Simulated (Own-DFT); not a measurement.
# Response to strain: wurtzite GaN, 72 atoms (Ga36N36)

These are calculations, not measurements. The program, named Own-DFT, is a retired in-house plane-wave density functional code that no person has reviewed. Each row is one single-point run on a periodic cell that was not relaxed, without spin or spin-orbit coupling.

Settings of every run: PBE; PseudoDojo norm-conserving scalar-relativistic files (stringent for Ga); cutoff 96 hartree; 4 x 4 x 3 k mesh centred on Gamma; Gaussian smearing of 0.01 eV.

Known limits: forces not confirmed at this smearing and k mesh; stress not checked against mesh or cutoff.

Unstrained cell vectors in Å: (9.567, 0.000, 0.000); (-4.783, 8.285, 0.000); (0.000, 0.000, 10.370). The unstrained cell has measured lattice constants (interpolated for alloys), not those of this functional. That, the random moves and any unrelaxed bonds set the pressure at no strain. Each run strains this cell uniformly, with the atoms carried along. Every atom was also moved at random, by a Gaussian of width 0.05 Å on each axis. Strain is the symmetric tensor, in per cent. Stress is positive in tension, and the pressure is minus a third of its trace.

```
run  e_xx (%)  e_yy (%)  e_zz (%)  e_yz (%)  e_xz (%)  e_xy (%)  s_xx (GPa)  s_yy (GPa)  s_zz (GPa)  s_yz (GPa)  s_xz (GPa)  s_xy (GPa)  P (GPa)  E (meV/atom)
  1      0.09      0.38     -1.74     -0.11     -0.66      1.28       -7.74       -7.35      -15.65        0.69       -2.17        5.15    10.25          32.4
  2     -0.29     -0.60     -0.08     -0.97      0.52     -1.57       -9.02      -11.87       -8.49       -2.35        2.02       -3.80     9.80          32.7
  3      0.59     -0.39     -1.25     -1.91     -0.05      0.48       -4.96      -11.37      -14.27       -5.69        0.07        2.31    10.20          37.1
  4      1.74     -0.83      0.77     -0.96      1.44     -1.11        0.51       -9.42       -2.88       -1.42        2.79       -3.29     3.93           6.7
  5      0.98     -1.24      1.64      0.03      0.27      1.99       -4.71       -9.83       -1.02        0.56       -0.59        6.09     5.19          32.3
  6     -0.83      1.75      1.62      0.52     -1.42      0.00       -7.34       -1.24        0.11        1.06       -3.51        1.00     2.82          15.2
  7      0.00     -0.32      1.88      1.77     -1.89     -1.29       -6.42       -8.12        0.86        4.27       -4.29       -3.89     4.56          14.2
  8      1.72      0.55     -1.67     -1.67     -1.63      0.69       -0.29       -3.77      -14.40       -3.66       -3.50        1.24     6.15          16.6
  9      1.09     -0.86     -1.84      0.29      0.93      0.85       -4.46      -12.49      -13.65        0.74        2.29        2.75    10.20          19.6
 10     -1.93     -0.18      0.57      0.98     -0.76      0.18      -14.39       -8.92       -8.52        1.46       -1.80       -0.12    10.61          27.9
 11     -1.88     -1.26      1.28      0.28     -2.00      1.52      -16.25      -15.32       -3.20        1.15       -3.70        5.43    11.59          40.1
 12      1.67      1.07      1.78     -1.64     -1.66      0.97        1.02        0.43        1.77       -3.57       -2.80        2.56    -1.08           5.5
 13      1.68     -0.67      1.78      1.03     -1.70     -1.10        0.58       -6.53        0.26        2.43       -3.17       -2.65     1.90           0.0
 14     -1.25     -1.67      1.55     -0.19     -0.31      0.07      -12.08      -13.52       -4.03       -0.66        0.49       -0.66     9.88          21.6
 15      0.24     -0.02      0.65     -1.09     -0.53     -0.63       -4.40       -7.41       -4.78       -2.18       -1.33       -2.56     5.53           6.6
 16      1.50     -0.07     -0.88     -1.95     -0.54      1.53       -2.38       -6.78       -9.14       -4.01       -1.17        4.74     6.10          11.4
 17      1.98     -1.43      0.73     -1.91      1.15     -1.18           ?           ?           ?           ?           ?           ?        ?             ?
```

E is the free energy for each atom above the lowest run shown.

## Worked fit

Each stress component was fitted by least squares to a constant and the strains of the runs shown, as fractions, with shears doubled. Shear strains stay in the fit of a normal stress only where such slopes are resolved. The slopes, in GPa:

| stress | at no strain | per e_xx | per e_yy | per e_zz | scatter |
|---|---|---|---|---|---|
| s_xx | -7.0 | 402 ± 18 | 102 ± 25 | 54 ± 16 | 0.86 |
| s_yy | -8.0 | 123 ± 23 | 410 ± 32 | 92 ± 21 | 1.08 |
| s_zz | -7.9 | 91 ± 23 | 49 ± 32 | 436 ± 21 | 1.10 |

Each shear stress against twice its own strain: yz 121 ± 9, xz 93 ± 10, xy 152 ± 11 GPa. These are stiffnesses along x, y and z of the frame in which the cell vectors are given, which need not be the crystal's axes. The atoms are held to the strained lattice; where symmetry lets them move under strain, relaxing them would lower some slopes. The table should be nearly symmetric about its diagonal, and what it lacks of that shows the noise. A ninth of its sum, 195 ± 5 GPa, estimates the bulk modulus near the mean pressure of these runs, 6.7 GPa, so it lies above the value at zero pressure.

## Withheld run

Question: what normal stresses and pressure should run 17 give?

The fit gives s_xx = -0.1, s_yy = -10.7, s_zz = -3.6 and P = 4.8 GPa. The calculation gave -0.71, -9.65, -3.28 and P = 4.55 GPa.
